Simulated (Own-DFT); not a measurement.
## Calculated data, SiC (twinned 3C silicon carbide, strained, atoms displaced)

Computed with Own-DFT development build. A calculation, not a measurement: plane-wave PBE density functional theory by an unreviewed code, no spin, of a simulated periodic cell, stress positive in tension, free energy of the whole cell less one offset for each atom, forces on such cells passed a denser k mesh, this cell's mesh not checked; offsets are fitted by least squares, one for each functional and potential file, so energies compare only between cells with the same atoms and settings and are not formation energies; the far tail of each file's local potential was reset to the Coulomb form; each entry is a single point on an unrelaxed cell, so the pressure reflects the starting lattice, mostly measured values (interpolated for alloys), from which strain is counted, and rises with the displacements; printed positions are rounded, which can move forces by about a meV/angstrom; the program, named Own-DFT, is a retired in-house code; no spin-orbit coupling.

Settings shared by all entries: functional PBE; potential files PseudoDojo norm-conserving, scalar-relativistic, standard set; wave cutoff 42 hartree; occupations Fermi-Dirac; smearing width 0.1 eV; hardware one NVIDIA H200; k mesh 4 x 4 x 2 centred on Gamma.

(1) SiC (twinned 3C silicon carbide, strained, atoms displaced)

```xyz
108
Lattice="6.4064 -6.4196 0.0856 0.0782 6.5834 -6.6394 8.7586 8.6619 8.6324" Properties=species:S:1:pos:R:3 SiC
Si    10.3378     4.0299    -2.6410
C      0.5272     0.5197     0.4951
Si     1.6205     1.6250    -0.6405
C      2.7413     2.7455     0.4842
Si     3.8334     1.6396     1.6678
C      4.8467     2.7521     2.7231
Si     3.8907     6.0655     1.5266
C      6.9319    -3.7608    -1.5191
Si     1.6770     3.8640    -2.7593
C      2.7308     5.0365    -1.6714
Si     3.8244     3.8044    -0.7071
C      4.9012     4.9056     0.5828
Si    10.2559     1.7413    -0.5553
C      0.6102     4.9611    -3.9035
Si     1.7290     6.0133    -5.0764
C      2.8313     7.0234    -3.9368
Si     3.8005     6.0015    -2.7341
C      4.9001     7.2460    -1.7768
Si     5.9714     1.6575     3.7506
C      2.8496     5.0417    -5.9984
Si     3.7444    -0.5916    -0.5686
C      4.8707     0.5335     0.5787
Si     5.9684    -0.4846     1.6709
C      7.0266     0.5926     2.6631
Si     5.9963     3.8719     1.5879
C      2.7453     0.5747    -1.6334
Si     3.7348     1.7197    -2.7302
C      4.9423     2.8131    -1.6979
Si     5.8965     1.7312    -0.5658
C      7.0063     2.7428     0.5476
Si     5.9974     6.0655    -0.5758
C      2.7499     2.7155    -3.8918
Si     3.8849     3.8648    -4.9960
C      4.8915     4.9679    -3.8572
Si     6.0442     3.8527    -2.7050
C      7.0440     4.9280    -1.5680
Si     8.2221     6.0417    -2.7813
C      4.8117    -3.7433     0.5676
Si     6.0060    -2.5438    -0.5279
C      6.9212    -1.5717     0.5719
Si     8.1265    -2.5689     1.7304
C      9.2536    -1.6178     2.7704
Si     8.1334     1.6821     1.6352
C      4.8818    -1.5842    -1.5166
Si     5.9751    -0.4492    -2.6659
C      7.0533     0.6970    -1.6561
Si     8.1248    -0.4572    -0.5234
C      9.2231     0.6557     0.5181
Si     8.1957     3.9361    -0.6027
C      4.8674     0.6211    -3.8032
Si     6.0035     1.7852    -4.9083
C      7.1139     2.8791    -3.8501
Si     8.1104     1.7653    -2.7679
C      9.2322     2.7701    -1.7522
Si    14.6784     8.3019     1.5990
C      4.9618     4.8750     4.8395
Si    11.0601     4.5920     0.1988
C     12.1707     5.7521     1.2460
Si    11.7499     7.5892     0.8331
C     12.8891     8.6307     1.8661
Si    14.5903     6.0162     3.7234
C      5.0010     9.2178     0.4436
Si    11.0540     2.4195     2.3494
C     12.2057     3.5642     3.4248
Si    11.7787     5.3122     3.0300
C     12.9111     6.4757     4.1722
Si    14.6056     3.9065     5.9033
C      5.0100     7.1264     2.6676
Si    10.9796     0.3084     4.6316
C     12.1020     1.3554     5.6736
Si    11.7502     3.1880     5.2260
C     12.9708     4.2102     6.2961
Si    12.5248     3.8138     8.0892
C      9.1803     7.1961    -1.7405
Si     8.8555     6.7934     0.0695
C      9.9385     7.8592     1.1574
Si     9.6207     9.6233     0.8515
C     10.7084    10.7919     1.7816
Si    12.5775     8.2229     3.7602
C      9.2607     5.0423     0.5017
Si     8.8854     4.7097     2.3386
C      9.9219     5.7171     3.4445
Si     9.6288     7.4031     2.9932
C     10.8247     8.5377     4.1387
Si    12.5353     6.0920     6.0245
C      9.2748     2.7131     2.6720
Si     8.7743     2.3078     4.4439
C      9.9155     3.5759     5.5870
Si     9.6802     5.3956     5.2719
C     10.7339     6.3892     6.3139
Si    10.3514     6.0148     8.1164
C      7.1274     9.3315    -1.7012
Si     6.8095     8.9651     0.0210
C      7.9611    10.0627     1.1874
Si     7.4728    11.8915     0.8340
C      8.6630    12.8650     1.8139
Si    10.3420    10.3706     3.5763
C      7.0348     7.1382     0.4488
Si     6.7199     6.7537     2.3200
C      7.9266     7.8089     3.2905
Si     7.5834     9.6212     2.9070
C      8.6382    10.6643     4.0719
Si    10.3954     8.1224     5.9002
C      7.2094     4.9780     2.7028
Si     6.6956     4.5291     4.4762
C      7.7571     5.6535     5.5775
Si     7.4708     7.3248     5.1459
C      8.6040     8.5026     6.2755
```

- free energy of cell above offsets: -8.608 eV
- pressure: 7.88 GPa
- stress xx: -11.54 GPa
- stress yy: -8.57 GPa
- stress zz: -3.53 GPa
- stress yz: -5.72 GPa
- stress xz: -0.03 GPa
- stress xy: 5.98 GPa
- wall time: 630 s

Force:
```csv
element,x (eV/Å),y (eV/Å),z (eV/Å)
Si,-0.612,-2.979,-2.716
C,1.296,0.777,1.105
Si,0.503,-0.246,2.366
C,-0.049,-0.4,-0.187
Si,-1.099,-0.436,-0.97
C,1.683,0.905,0.312
Si,-0.292,-1.27,1.722
C,0.936,1.996,-2.559
Si,-0.598,-0.774,-1.007
C,1.036,-3.648,-0.672
Si,-0.612,1.313,3.115
C,0.234,0.734,-2.825
Si,0.287,1.071,-0.4
C,0.066,-1.33,-0.288
Si,-1.575,1.414,2.457
C,-1.262,1.909,0.267
Si,1.625,1.544,-2.006
C,1.329,-3.02,0.434
Si,-0.999,0.41,0.847
C,-0.829,-2.893,-2.597
Si,0.928,2.954,1.897
C,-0.098,0.93,-1.306
Si,-2.225,-0.648,-0.067
C,1.456,-0.508,1.858
Si,0.073,-0.767,1.395
C,-0.214,-0.569,-0.444
Si,1.614,-1.132,-0.762
C,-1.193,-1.013,-0.366
Si,0.85,-1.589,0.992
C,1.473,0.906,-0.581
Si,-1.641,-0.152,-0.587
C,-0.742,1.88,-0.153
Si,-0.803,0.19,1.588
C,1.602,-0.373,0.751
Si,-0.946,1.438,-1.685
C,0.84,1.387,-2.16
Si,-1.784,-0.28,-0.817
C,1.473,-0.244,-0.355
Si,-2.171,-3.756,0.769
C,3.957,1.63,1.368
Si,-0.772,-1.667,-1.778
C,-0.549,2.85,0.49
Si,-0.37,0.542,-0.988
C,0.261,0.949,-2.374
Si,-0.651,0.673,-0.962
C,-0.267,-0.61,0.919
Si,-2.374,1.88,1.228
C,-0.685,-0.337,0.415
Si,-0.518,-2.292,1.26
C,1.129,1.059,0.519
Si,-0.926,-0.481,-0.383
C,-0.161,-0.147,-0.235
Si,0.778,-1.499,-0.952
C,0.075,2.4,2.375
Si,0.235,-0.876,-2.171
C,-0.669,1.532,2.36
Si,0.332,1.053,-0.79
C,-2.386,0.19,0.178
Si,0.801,-0.762,-0.195
C,-0.506,-0.622,1.199
Si,2.723,1.264,0.612
C,-0.453,0.709,0.182
Si,0.498,1.66,-0.002
C,-1.117,-0.88,-0.417
Si,-0.031,1.295,1.105
C,-1.628,-1.626,-0.323
Si,3.605,-1.658,0.924
C,-1.642,-1.466,1.133
Si,0.05,-0.328,-1.093
C,-0.653,0.382,-0.558
Si,-0.067,-0.1,0.438
C,-4.648,1.241,0.446
Si,-0.497,1.061,0.597
C,1.781,-1.241,0.931
Si,-0.406,0.378,0.318
C,0.676,-0.575,0.515
Si,1.969,1.635,-2.819
C,1.661,-0.769,0.774
Si,-0.055,0.811,-0.943
C,0.339,-0.781,0.073
Si,1.764,-2.874,-0.65
C,2.266,-1.52,-0.12
Si,1.857,2.54,0.103
C,-2.181,0.078,-1.978
Si,0.916,-1.663,-1.457
C,-1.168,1.735,0.401
Si,1.532,3.406,0.815
C,0.36,-2.05,0.165
Si,-2.617,-2.256,-0.799
C,0.9,0.086,1.013
Si,0.708,-0.224,0.549
C,-0.17,-0.093,-2.341
Si,-0.253,-0.51,2.082
C,-3.391,0.083,-1.147
Si,2.526,-1.266,-2.153
C,-1.244,1.314,1.278
Si,2.52,-0.712,1.806
C,1.466,0.488,0.94
Si,1.945,-0.107,-1.103
C,-2.386,0.28,1.256
Si,-0.618,-0.438,1.531
C,-1.275,0.554,-1.106
Si,-0.485,2.233,0.028
C,-4.038,-0.461,0.034
Si,1.894,0.303,0.208
C,1.041,-2.102,0.966
Si,0.54,3.547,0.364
C,-0.809,-0.579,-0.42
```

(2) SiC (twinned 3C silicon carbide, strained, atoms displaced)

```xyz
108
Lattice="6.5303 -6.3045 -0.0973 0.2090 6.4161 -6.5719 8.8510 8.6797 8.6087" Properties=species:S:1:pos:R:3 SiC
Si    10.5455     3.8871    -2.9402
C      7.2332     0.6268    -6.0738
Si     1.7767     1.6065    -0.5083
C      2.9530     2.7309     0.4413
Si     3.8582     1.7122     1.6934
C      5.0136     2.6995     2.6613
Si     3.9406     5.8572     1.5494
C      7.1125    -3.5875    -1.8366
Si     1.7830     3.7187    -2.6887
C      2.8882     4.8824    -1.6973
Si     3.9493     3.8225    -0.5392
C      5.1136     4.9117     0.4492
Si    10.5224     1.7449    -0.6473
C      0.7204     4.7776    -3.8113
Si     1.8475     5.8291    -4.9125
C      2.8711     6.9999    -3.8486
Si     3.9871     5.8724    -2.7423
C      5.1424     7.0624    -1.7079
Si     6.1534     8.1096    -2.8542
C      2.8484     4.9007    -5.9653
Si     3.8868    -0.5161    -0.5768
C      4.9854     0.6186     0.4328
Si     6.0692    -0.5134     1.4898
C      7.1831     0.5384     2.5867
Si     6.1351     3.8438     1.6081
C      2.7464     0.6184    -1.7438
Si     3.9274     1.6291    -2.7890
C      5.0588     2.7379    -1.7749
Si     6.1184     1.7793    -0.6334
C      7.2067     2.8413     0.4304
Si     6.1271     6.0205    -0.5966
C      2.7777     2.6785    -3.8446
Si     3.9550     3.8837    -4.9584
C      5.0395     4.9118    -3.7896
Si     6.2043     3.8675    -2.8223
C      7.2447     4.9369    -1.8258
Si     8.4832     5.9989    -2.8270
C      4.9212    -3.6028     0.4331
Si     5.9897    -2.6745    -0.6206
C      7.2338    -1.5289     0.3809
Si     8.2175    -2.5391     1.5528
C      9.2092    -1.4780     2.5922
Si     8.2422     1.6859     1.5697
C      4.9804    -1.5784    -1.6709
Si     6.1283    -0.4286    -2.8471
C      7.2255     0.6401    -1.6618
Si     8.3537    -0.3274    -0.6311
C      9.3360     0.7112     0.3834
Si     8.3260     3.8594    -0.7423
C      5.0128     0.5443    -3.8816
Si     6.2196     1.7330    -4.9799
C      7.3827     2.8584    -3.9344
Si     8.3604     1.7161    -2.8284
C      9.5689     2.8196    -1.8211
Si     8.3721     8.2511     8.0214
C     11.7416     5.0370    -1.7881
Si    11.2861     4.5460     0.0205
C     12.4248     5.7088     1.1039
Si    12.0662     7.5624     0.6837
C     13.1512     8.5084     1.7855
Si    14.9656     6.1980     3.5063
C     11.5331     2.9020     0.3836
Si    11.2345     2.5377     2.2587
C     12.3113     3.6018     3.2959
Si    12.0119     5.4283     2.9966
C     13.0902     6.3787     4.0052
Si     8.3734    10.2070     5.9081
C     11.5428     0.7148     2.5292
Si    11.0778     0.3968     4.3448
C     12.3811     1.4583     5.5086
Si    11.9794     3.2028     5.1013
C     13.1152     4.3578     6.1614
Si    12.9170    10.4044     1.4934
C      9.4593     7.0039    -1.7910
Si     9.1196     6.7557     0.1040
C     10.2594     7.8510     1.1044
Si     9.8002     9.5718     0.6998
C     10.9393    10.6553     1.7949
Si    12.7351     8.2004     3.6551
C      9.4654     4.9604     0.3328
Si     9.0847     4.6450     2.2619
C     10.1721     5.6557     3.2585
Si     9.8973     7.3912     2.9267
C     10.8588     8.4548     4.0728
Si    12.7749     6.0462     5.8812
C      9.4221     2.6726     2.5714
Si     8.9889     2.4423     4.4811
C     10.1603     3.5341     5.5200
Si     9.7832     5.3453     5.0633
C     10.9180     6.3019     6.2077
Si    10.5091     6.1018     8.0288
C      7.3246     9.1852    -1.7610
Si     6.9705     8.8679     0.0085
C      8.0498     9.8989     1.0812
Si     7.6974    11.6848     0.8506
C      8.7560    12.7404     1.8267
Si    10.6649    10.3149     3.6179
C      7.3043     6.9796     0.4398
Si     6.9175     6.7115     2.2189
C      8.0376     7.8052     3.3591
Si     7.7303     9.5340     2.9457
C      8.7542    10.6809     4.1139
Si    10.5607     8.1797     5.9125
C      7.2335     4.9698     2.6824
Si     6.8827     4.5429     4.4486
C      7.8225     5.6571     5.3629
Si     7.6364     7.3310     5.1235
C      8.7296     8.5161     6.2895
```

- pressure: ?
- stress yy: ?

Questions
1. What pressure does the calculation give for SiC (twinned 3C silicon carbide, strained, atoms displaced) (entry 2)?
2. Estimate the stress yy of SiC (twinned 3C silicon carbide, strained, atoms displaced) (entry 2).

Calculated values
1. 5.73 GPa
2. -13.89 GPa

Further results for SiC (twinned 3C silicon carbide, strained, atoms displaced) (entry 2):

* free energy of cell above offsets: -6.691 eV
* stress xx: 0.12 GPa
* stress zz: -3.44 GPa
* stress yz: -0.88 GPa
* stress xz: -7.41 GPa
* stress xy: 4.91 GPa
* wall time: 619.2 s

Force:
```csv
element,x (eV/Å),y (eV/Å),z (eV/Å)
Si,2.016,0.983,1.25
C,2.247,1.227,-0.01
Si,-1.714,0.92,-1.037
C,-2.722,-0.501,2.502
Si,0.184,-2.435,-2.222
C,-1.453,2.802,-0.811
Si,-0.809,1.712,0.798
C,0.838,-1.39,2.952
Si,-0.81,0.643,-0.812
C,-0.511,-0.722,1.508
Si,1.41,0.225,-2.676
C,-1.466,-0.75,0.934
Si,0.118,0.555,-0.673
C,-0.337,1.163,-0.517
Si,-2.488,2.541,1.848
C,1.37,-0.41,-0.261
Si,-0.293,2.652,0.083
C,-1.701,-0.484,0.143
Si,3.44,-2.012,1.237
C,2.356,-0.815,-3.354
Si,-0.414,1.22,-0.418
C,-0.309,0.088,1.184
Si,-0.32,0.615,0.633
C,-1.399,1.544,0.729
Si,0.714,0.124,-0.563
C,1.761,-0.837,2.022
Si,0.101,0.587,-0.233
C,-0.376,0.864,0.53
Si,-0.277,-1.664,0.22
C,0.379,-0.549,0.549
Si,1.979,-1.151,-1.496
C,2.607,0.803,-0.639
Si,0.711,-1.979,1.274
C,1.507,-0.858,-3.334
Si,-0.768,-0.961,-0.334
C,0.713,0.66,1.741
Si,-2.962,-0.955,-1.086
C,-0.881,-0.517,3.274
Si,3.123,2.086,-1.396
C,-1.481,-0.227,0.225
Si,0.383,-0.455,-2.091
C,3.158,0.326,-0.27
Si,0.139,0.352,-1.042
C,-0.199,1.7,-0.443
Si,0.609,-1.181,1.713
C,-0.558,1.09,-1.941
Si,-1.525,-2.631,-1.209
C,1.968,-0.054,1.326
Si,0.775,0.41,0.763
C,0.286,2.014,-0.795
Si,-0.799,-0.207,0.367
C,-2.075,-1.389,0.123
Si,0.054,0.23,0.712
C,-2.427,-0.554,0.515
Si,-2.977,-2.922,1.257
C,-0.487,-1.153,-0.998
Si,-0.103,4.605,-0.968
C,-0.97,0.138,0.274
Si,0.516,-1.935,0.049
C,1.448,2.415,1.158
Si,-0.526,-1.977,2.212
C,2.641,-3.775,1.187
Si,-0.107,-0.774,-1.317
C,1.184,-0.23,-0.062
Si,-0.039,-2.155,-2.687
C,1.462,2.228,1.332
Si,-0.162,2.648,-1.599
C,0.787,-0.384,0.095
Si,2.052,-0.804,1.033
C,-1.543,-0.34,-1.412
Si,0.534,0.695,0.422
C,-0.366,-3.134,1.338
Si,-2.292,-1.905,-1.959
C,1.855,2.585,2.018
Si,0.47,-1.104,-1.413
C,-0.57,-0.873,0.238
Si,2.291,1.159,0.538
C,1.538,0.722,0.433
Si,-0.098,-0.769,-0.77
C,-0.261,-0.45,1.683
Si,-1.03,-2.697,-2.12
C,0.929,0.019,1.284
Si,-1.514,2.057,-0.24
C,1.718,1.215,-0.459
Si,-0.781,1.317,-1.779
C,-0.956,2.761,1.79
Si,0.023,-0.366,-1.554
C,-1.271,-0.108,-0.76
Si,-0.857,-0.913,1.044
C,-0.302,2.02,0.279
Si,-1.906,-2.121,0.171
C,0.837,-0.565,-0.537
Si,-1.889,-1.161,1.111
C,-0.312,-0.088,0.889
Si,-1.125,0.424,-2.346
C,2.698,2.332,-0.266
Si,-2.648,-0.658,0.438
C,-0.121,2.16,-0.043
Si,-1.032,0.605,1.651
C,0.229,-1.419,-1.085
Si,-1.11,1.788,1.038
C,0.5,-0.717,-1.933
Si,-0.816,-1.085,-1.4
C,0.492,-1.449,-0.99
Si,-3.452,-0.219,-1.005
C,4.183,-1.879,4.242
Si,-1.015,3.953,0.383
C,0.381,-2.17,-1.377
```
